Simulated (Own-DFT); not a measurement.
GaP (zincblende, strained, atoms displaced) (calculated)

Computed with Own-DFT development build. A calculation, not a measurement: plane-wave PBE density functional theory by an unreviewed code, no spin, of a simulated periodic cell, stress positive in tension, free energy of the whole cell less one offset for each atom, forces on such cells passed a denser k mesh, this cell's mesh not checked; offsets are fitted by least squares, one for each functional and potential file, so energies compare only between cells with the same atoms and settings and are not formation energies; the far tail of each file's local potential was reset to the Coulomb form; each entry is a single point on an unrelaxed cell, so the pressure reflects the starting lattice, mostly measured values (interpolated for alloys), from which strain is counted, and rises with the displacements; printed positions are rounded, which can move forces by about a meV/angstrom; the program, named Own-DFT, is a retired in-house code; no spin-orbit coupling.

Common to all runs: functional PBE; potential files PseudoDojo norm-conserving, scalar-relativistic, standard set; wave cutoff 42 hartree; occupations Fermi-Dirac; smearing width 0.1 eV; hardware one NVIDIA H100; k mesh 3 x 3 x 3 centred on Gamma.

(1) GaP (zincblende, strained, atoms displaced)

```
cell vectors (Å)
  10.8620     0.0000     0.0000
   0.0000    10.8620     0.0000
   0.0000     0.0000    10.9361
atoms (fractions of the cell vectors)
Ga  0.00227  0.00407  0.99719
Ga  0.00390  0.25141  0.24947
Ga  0.24611  0.00087  0.24667
Ga  0.24568  0.25367  0.99897
P   0.12290  0.12647  0.12593
P   0.12268  0.37511  0.37581
P   0.37441  0.12280  0.37710
P   0.37899  0.37595  0.12389
Ga  0.00164  0.00045  0.50048
Ga  0.99752  0.25413  0.74786
Ga  0.25087  0.00323  0.74994
Ga  0.25087  0.24937  0.49788
P   0.12555  0.12614  0.62508
P   0.12299  0.37678  0.87990
P   0.37920  0.12385  0.87359
P   0.37558  0.37707  0.62659
Ga  0.99751  0.49435  0.99676
Ga  0.99998  0.75228  0.24665
Ga  0.25309  0.49911  0.25272
Ga  0.25099  0.75029  0.00123
P   0.12940  0.61990  0.12983
P   0.12116  0.87691  0.37147
P   0.37188  0.62673  0.37528
P   0.37286  0.87430  0.12501
Ga  0.00537  0.49616  0.49626
Ga  0.99837  0.75056  0.74824
Ga  0.25344  0.49802  0.75202
Ga  0.24948  0.75342  0.50025
P   0.12555  0.62188  0.62022
P   0.12083  0.87563  0.87923
P   0.37105  0.62571  0.87378
P   0.37662  0.87523  0.62320
Ga  0.50119  0.99858  0.99789
Ga  0.49622  0.24913  0.24948
Ga  0.75287  0.99745  0.24973
Ga  0.74896  0.25087  0.99701
P   0.62690  0.12419  0.12408
P   0.62247  0.37277  0.37323
P   0.87134  0.12735  0.37681
P   0.87657  0.37797  0.12833
Ga  0.49915  0.00141  0.50030
Ga  0.50460  0.24974  0.75185
Ga  0.75172  0.00003  0.74869
Ga  0.75040  0.24971  0.49398
P   0.62057  0.12755  0.62113
P   0.62263  0.37460  0.87375
P   0.87056  0.12552  0.87486
P   0.87824  0.36951  0.62392
Ga  0.50197  0.49859  0.99292
Ga  0.50248  0.74863  0.24882
Ga  0.74889  0.49975  0.24646
Ga  0.74692  0.74900  0.99956
P   0.62352  0.63091  0.12385
P   0.62419  0.87168  0.37768
P   0.87530  0.62766  0.37067
P   0.87326  0.87110  0.12127
Ga  0.49994  0.49457  0.50377
Ga  0.49817  0.74913  0.74833
Ga  0.74863  0.50108  0.74988
Ga  0.74974  0.75257  0.49825
P   0.62444  0.62395  0.63082
P   0.62278  0.87327  0.87399
P   0.87071  0.63057  0.87285
P   0.87747  0.87597  0.62412
```

- free energy of cell above offsets: -35.088 eV
- pressure: 3.19 GPa
- stress xx: -3.35 GPa
- stress yy: -3.35 GPa
- stress zz: -2.88 GPa
- stress yz: -0.42 GPa
- stress xz: 0.05 GPa
- stress xy: 0.47 GPa
- wall time: 506.5 s

Force:
```csv
element,x (eV/Å),y (eV/Å),z (eV/Å)
Ga,-0.736,-0.169,0.397
Ga,-0.682,-0.134,0.289
Ga,0.345,-0.096,0.324
Ga,0.784,-0.501,0.255
P,0.217,0.097,-0.355
P,0.925,-0.42,-0.436
P,-0.22,0.063,-0.581
P,-0.464,0.016,-0.125
Ga,-0.196,0.266,-0.16
Ga,0.48,-0.718,0.624
Ga,-0.096,-0.469,0.108
Ga,-0.061,0.191,0.335
P,-0.039,0.126,0.09
P,0.154,-0.271,-1.164
P,-0.566,0.442,0.299
P,-0.142,-0.832,0.135
Ga,-0.179,1.318,0.553
Ga,0.099,-0.42,-0.131
Ga,0.039,-0.24,-0.047
Ga,-0.461,-0.23,0.163
P,-0.617,0.347,-0.769
P,0.315,-0.026,0.289
P,0.703,-0.187,0.296
P,0.419,0.258,0.053
Ga,-1.062,0.608,0.292
Ga,0.377,-0.172,-0.055
Ga,-0.666,0.208,-0.219
Ga,-0.186,-0.068,-0.24
P,0.086,0.286,0.705
P,0.678,-0.145,-0.706
P,0.431,0.093,0.123
P,-0.341,0.136,0.261
Ga,-0.065,0.007,0.392
Ga,0.317,-0.359,-0.087
Ga,-0.242,-0.04,0.037
Ga,0.079,0.175,0.615
P,-0.214,-0.027,0.159
P,0.152,0.378,-0.075
P,0.874,-0.518,-0.596
P,-0.302,-0.631,-0.562
Ga,0.105,-0.327,-0.125
Ga,-0.632,-0.042,-0.42
Ga,-0.536,-0.025,-0.2
Ga,-0.4,0.23,0.663
P,0.829,-0.176,0.273
P,0.731,0.079,-0.047
P,0.588,0.184,-0.221
P,-0.777,1.058,-0.441
Ga,-0.318,0.621,0.663
Ga,-0.658,0.247,0.366
Ga,-0.25,0.395,0.379
Ga,0.021,0.311,-0.182
P,0.01,-1.127,-0.288
P,-0.115,0.647,-0.411
P,-0.036,-0.439,0.474
P,0.353,0.659,-0.04
Ga,0.113,0.852,-0.433
Ga,-0.088,0.044,0.221
Ga,0.462,-0.377,-0.044
Ga,0.196,-0.609,0.445
P,0.059,0.115,-1.009
P,0.227,0.126,-0.24
P,0.465,-0.818,0.228
P,-0.286,0.027,-0.094
```

(2) GaP (zincblende, strained, atoms displaced)

```
cell vectors (Å)
  10.8620     0.0000     0.0000
   0.0000    10.8620     0.0000
   0.0000     0.0000    10.9361
atoms (fractions of the cell vectors)
Ga  0.00110  0.99607  0.00047
Ga  0.00040  0.25607  0.25163
Ga  0.24936  0.00500  0.24325
Ga  0.25078  0.24849  0.00230
P   0.12384  0.12289  0.12233
P   0.12830  0.37379  0.37640
P   0.37803  0.11984  0.37690
P   0.37344  0.37143  0.12622
Ga  0.00328  0.99827  0.50292
Ga  0.99919  0.24474  0.74978
Ga  0.25139  0.99673  0.74719
Ga  0.24789  0.24744  0.50269
P   0.12096  0.12588  0.62573
P   0.12357  0.37498  0.87720
P   0.37052  0.12300  0.87624
P   0.37238  0.37459  0.62271
Ga  0.00324  0.50314  0.00315
Ga  0.00327  0.75209  0.24805
Ga  0.24916  0.49760  0.24762
Ga  0.24782  0.75116  0.00067
P   0.12361  0.61966  0.12365
P   0.12611  0.87558  0.37218
P   0.37292  0.62688  0.37894
P   0.37568  0.87417  0.13162
Ga  0.00266  0.49930  0.49990
Ga  0.00400  0.74754  0.74922
Ga  0.24603  0.50569  0.74887
Ga  0.25029  0.74958  0.50250
P   0.12861  0.62080  0.62438
P   0.11969  0.87876  0.87624
P   0.37296  0.62552  0.87598
P   0.37651  0.87567  0.62214
Ga  0.49809  0.00258  0.99995
Ga  0.49413  0.25535  0.24968
Ga  0.75206  0.99868  0.25066
Ga  0.75337  0.25237  0.99872
P   0.61846  0.12458  0.12771
P   0.62112  0.37430  0.37610
P   0.87904  0.12060  0.37321
P   0.87757  0.37505  0.12531
Ga  0.50280  0.99515  0.50399
Ga  0.50044  0.24912  0.74089
Ga  0.74972  0.99592  0.75243
Ga  0.75527  0.25107  0.50349
P   0.62423  0.12365  0.62442
P   0.62623  0.37903  0.87895
P   0.87162  0.12796  0.87376
P   0.87812  0.37480  0.62450
Ga  0.50208  0.50302  0.00123
Ga  0.49797  0.74651  0.24706
Ga  0.74215  0.49986  0.24661
Ga  0.74845  0.74681  0.00087
P   0.62490  0.62314  0.12408
P   0.62588  0.87346  0.37190
P   0.87698  0.62889  0.37524
P   0.87845  0.87206  0.12684
Ga  0.49856  0.50095  0.49978
Ga  0.49660  0.74994  0.74526
Ga  0.75220  0.50315  0.74667
Ga  0.75085  0.74611  0.49874
P   0.62019  0.62314  0.62369
P   0.62768  0.87643  0.87093
P   0.88049  0.62547  0.87098
P   0.87603  0.87834  0.62180
```

- free energy of cell above offsets: -34.931 eV
- pressure: 3.21 GPa
- stress xx: -3.39 GPa
- stress yy: -3.37 GPa
- stress zz: -2.87 GPa
- stress yz: -0.1 GPa
- stress xz: -0.16 GPa
- stress xy: 0.11 GPa
- wall time: 532.8 s

Force:
```csv
element,x (eV/Å),y (eV/Å),z (eV/Å)
Ga,-0.78,0.718,0.017
Ga,0.102,-0.738,-0.011
Ga,0.182,-0.303,0.889
Ga,-0.338,0.049,-0.39
P,-0.329,0.63,0.172
P,-0.126,0.125,-0.038
P,-0.423,0.439,-0.004
P,0.033,0.823,-0.515
Ga,-0.073,0.039,-0.645
Ga,-0.008,0.695,0.379
Ga,-0.369,0.327,0.284
Ga,0.382,-0.261,-0.374
P,0.657,-0.41,0.058
P,0.17,-0.1,-0.28
P,0.501,0.304,-0.577
P,-0.079,0.329,0.299
Ga,-0.649,-0.636,-0.693
Ga,0.046,-0.442,0.296
Ga,0.219,0.206,0.437
Ga,0.067,0.172,0.132
P,0.523,0.938,0.488
P,0.34,0.097,0.297
P,0.08,-0.381,-0.696
P,-0.199,0.028,-1.096
Ga,-0.257,0.048,-0.347
Ga,-0.203,0.499,-0.363
Ga,0.631,-1.116,0.63
Ga,-0.266,0.292,-0.394
P,-0.588,0.823,-0.29
P,0.896,-0.695,-0.546
P,0.151,0.191,-0.078
P,-0.421,-0.245,0.303
Ga,0.066,-0.491,-0.058
Ga,0.435,-0.841,0.57
Ga,-0.263,0.162,-0.251
Ga,-0.623,-0.215,0.496
P,0.88,0.362,-0.161
P,0.449,-0.003,0.056
P,-0.137,0.612,0.296
P,-0.406,0.405,0.009
Ga,0.238,0.311,-0.804
Ga,-0.206,0.247,1.158
Ga,0.35,0.649,-0.529
Ga,-0.35,-0.407,-0.677
P,0.615,-0.138,-0.019
P,-0.08,-0.345,-0.866
P,0.324,-0.753,0.273
P,0.009,0.17,0.231
Ga,-0.58,-0.447,-0.172
Ga,0.216,0.076,0.642
Ga,0.949,-0.3,0.721
Ga,0.47,0.337,-0.457
P,-0.263,0.47,-0.019
P,-0.056,-0.298,0.282
P,-0.04,-0.788,-0.406
P,-0.604,0.165,-0.436
Ga,-0.208,-0.303,-0.144
Ga,0.273,-0.019,0.628
Ga,-0.191,-0.26,0.311
Ga,-0.24,0.477,0.158
P,0.564,0.239,0.061
P,-0.804,-0.642,0.749
P,-0.521,-0.096,0.529
P,-0.136,-0.779,0.483
```

(3) GaP (zincblende, strained, atoms displaced)

```
cell vectors (Å)
  10.8620     0.0000     0.0000
   0.0000    10.8620     0.0000
   0.0000     0.0000    10.9361
atoms (fractions of the cell vectors)
Ga  0.00080  0.00176  0.99898
Ga  0.00026  0.25381  0.24909
Ga  0.24809  0.99710  0.24443
Ga  0.24469  0.25087  0.99803
P   0.12530  0.12247  0.12752
P   0.12414  0.37213  0.37744
P   0.37279  0.12272  0.37675
P   0.37718  0.38146  0.12501
Ga  0.99893  0.99711  0.50067
Ga  0.00335  0.25299  0.75162
Ga  0.25295  0.00117  0.75462
Ga  0.24820  0.25087  0.50180
P   0.12499  0.12243  0.62308
P   0.12479  0.37632  0.87223
P   0.38054  0.13105  0.87603
P   0.37569  0.37171  0.62405
Ga  0.00686  0.49663  0.99771
Ga  0.99922  0.75284  0.25088
Ga  0.25146  0.49578  0.24998
Ga  0.24588  0.75221  0.99913
P   0.12223  0.62186  0.12162
P   0.12433  0.87732  0.37350
P   0.37291  0.62547  0.37392
P   0.37138  0.87343  0.12944
Ga  0.99701  0.50282  0.50225
Ga  0.00101  0.74635  0.74932
Ga  0.24857  0.49680  0.74870
Ga  0.25218  0.75319  0.50008
P   0.12461  0.62104  0.62375
P   0.12566  0.87558  0.87372
P   0.37219  0.62483  0.87523
P   0.37437  0.87555  0.62621
Ga  0.50314  0.00427  0.99878
Ga  0.49867  0.25052  0.24332
Ga  0.75144  0.00345  0.24785
Ga  0.75086  0.25099  0.99827
P   0.62649  0.12666  0.12214
P   0.62293  0.37351  0.37363
P   0.87654  0.12558  0.37362
P   0.87419  0.37381  0.12558
Ga  0.50259  0.99570  0.50054
Ga  0.49909  0.24732  0.75613
Ga  0.75094  0.99994  0.75299
Ga  0.75099  0.24761  0.49902
P   0.62686  0.12588  0.62521
P   0.62940  0.38216  0.87416
P   0.88052  0.12488  0.87623
P   0.87585  0.37388  0.62416
Ga  0.49519  0.50161  0.00240
Ga  0.50591  0.75166  0.24778
Ga  0.74878  0.50164  0.25218
Ga  0.74931  0.75006  0.00115
P   0.62562  0.63091  0.12330
P   0.62201  0.87564  0.37950
P   0.87790  0.62236  0.37344
P   0.87597  0.87778  0.12684
Ga  0.49803  0.49843  0.49551
Ga  0.49820  0.74936  0.74513
Ga  0.74884  0.50887  0.74714
Ga  0.75133  0.74932  0.49848
P   0.62840  0.62527  0.62336
P   0.61969  0.87369  0.87581
P   0.87391  0.61953  0.86884
P   0.87633  0.87425  0.62166
```

- free energy of cell above offsets: -35.102 eV
- pressure: 3.19 GPa
- stress xx: -3.35 GPa
- stress yy: -3.33 GPa
- stress zz: -2.88 GPa
- stress yz: 0.06 GPa
- stress xz: -0.08 GPa
- stress xy: 0.01 GPa
- wall time: 500.2 s

Force:
```csv
element,x (eV/Å),y (eV/Å),z (eV/Å)
Ga,0.168,-0.294,0.227
Ga,0.009,-0.37,0.122
Ga,0.257,0.367,0.913
Ga,0.525,0.052,0.418
P,-0.188,0.574,-0.46
P,-0.024,0.564,-0.137
P,0.228,0.094,-0.434
P,-0.612,-1.05,-0.231
Ga,0.066,0.36,-0.271
Ga,-0.281,-0.499,-0.554
Ga,-0.041,0.256,-0.324
Ga,0.19,-0.394,-0.155
P,0.052,0.129,0.52
P,0.299,-0.299,0.144
P,-1.053,-0.759,0.575
P,0.138,0.201,0.301
Ga,-1.149,0.133,0.105
Ga,0.19,-0.396,-0.173
Ga,-0.547,0.452,0.264
Ga,0.302,-0.293,0.195
P,0.353,0.432,0.601
P,0.123,-0.284,0.171
P,0.316,0.19,-0.182
P,0.712,0.055,-0.944
Ga,0.265,-0.582,-0.239
Ga,-0.074,0.22,-0.17
Ga,0.487,0.25,-0.191
Ga,-0.405,-0.297,-0.084
P,0.356,0.566,0.007
P,-0.294,0.029,0.024
P,0.019,0.128,-0.259
P,-0.005,0.169,-0.008
Ga,-0.551,-0.529,0.413
Ga,-0.137,-0.275,0.672
Ga,-0.324,-0.202,0.451
Ga,0.133,0.109,-0.18
P,0.018,0.013,0.133
P,0.21,-0.112,-0.091
P,0.061,-0.054,0.066
P,0.101,0.434,-0.242
Ga,-0.485,0.795,0.322
Ga,0.926,0.962,-0.912
Ga,0.015,-0.122,-0.188
Ga,-0.025,0.256,-0.047
P,-0.223,-0.212,0.252
P,-0.554,-0.379,0.144
P,-0.529,0.256,-0.248
P,-0.339,0.177,0.237
Ga,0.776,0.403,-0.543
Ga,-0.692,0.012,0.489
Ga,-0.089,-0.13,-0.32
Ga,0.501,0.2,-0.522
P,0.012,-0.891,0.173
P,0.867,-0.131,-0.851
P,-0.346,0.488,0.036
P,-0.125,-0.232,-0.435
Ga,0.066,0.143,0.382
Ga,0.07,-0.286,0.377
Ga,0.138,-1.191,-0.31
Ga,0.12,-0.013,-0.149
P,-0.84,0.15,-0.505
P,0.523,0.002,-0.223
P,0.556,0.823,1.197
P,-0.217,-0.166,0.654
```
